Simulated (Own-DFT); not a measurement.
# From a pressure shift to a lattice shift: L1_0 TiAl, 32 atoms (Al16Ti16)

Calculated, not measured: single-point runs of Own-DFT, a retired in-house plane-wave DFT program that no person has reviewed, on unrelaxed cells, without spin or spin-orbit coupling.

Caveats: forces on such cells failed a check on a denser k mesh; stress not checked against mesh or cutoff.

Each geometry was run with PBE and with PBEsol, otherwise alike: PseudoDojo norm-conserving scalar-relativistic files made for PBE; cutoff 42 hartree; 4 x 4 x 4 k mesh centred on Gamma; cold (Marzari-Vanderbilt) smearing of 0.2 eV. Unstrained cell vectors in Å: (5.622, 5.622, 0.000); (-5.622, 5.621, 0.000); (0.000, 0.000, 8.133). Each has a uniform strain, of which the change of volume is shown, and random moves of rms u per axis.

```
run,volume change (%),u (Å),P with PBE (GPa),P with PBEsol (GPa)
1,-2.72,0.0492,5.52,2.55
2,2.14,0.0516,-0.55,-3.30
3,1.00,0.0462,0.82,-1.98
4,1.21,0.0512,0.50,-2.30
5,-1.65,0.0559,4.31,1.40
6,3.17,0.0490,-1.61,-4.33
7,-0.98,0.0476,3.03,0.14
8,1.99,0.0472,-0.58,-3.35
9,2.61,0.0463,-1.11,-3.84
10,-0.30,0.0484,1.99,-0.87
11,2.98,0.0500,-1.50,-4.22
12,-2.18,0.0487,4.68,?
```

Question: by how much does PBEsol shrink this cell, and what belongs in the blank?

## Worked answer

Write v for the change of volume as a fraction. Fitted to v and u², the PBE pressure has a slope of -120 ± 3 GPa in v, with the ions held to the strained lattice. The difference PBEsol less PBE is -2.85 + 4.3 v GPa (slope ± 0.1) and averages -2.81 GPa. Divided by the mean slope of the two, 118 GPa, that makes PBEsol's volume at a given pressure, near 0 GPa, about 2.4 % smaller, or 0.79 % in lengths. At one volume PBEsol's slope is the smaller by 4 GPa, but its pressure there is lower too. If stiffness rises by about 4 GPa for each GPa, PBEsol at equal pressure is stiffer by about 7 GPa. Files made for PBEsol would give a different shift.

For run 12 the line gives 1.74 GPa. The calculation gave 1.74 GPa.
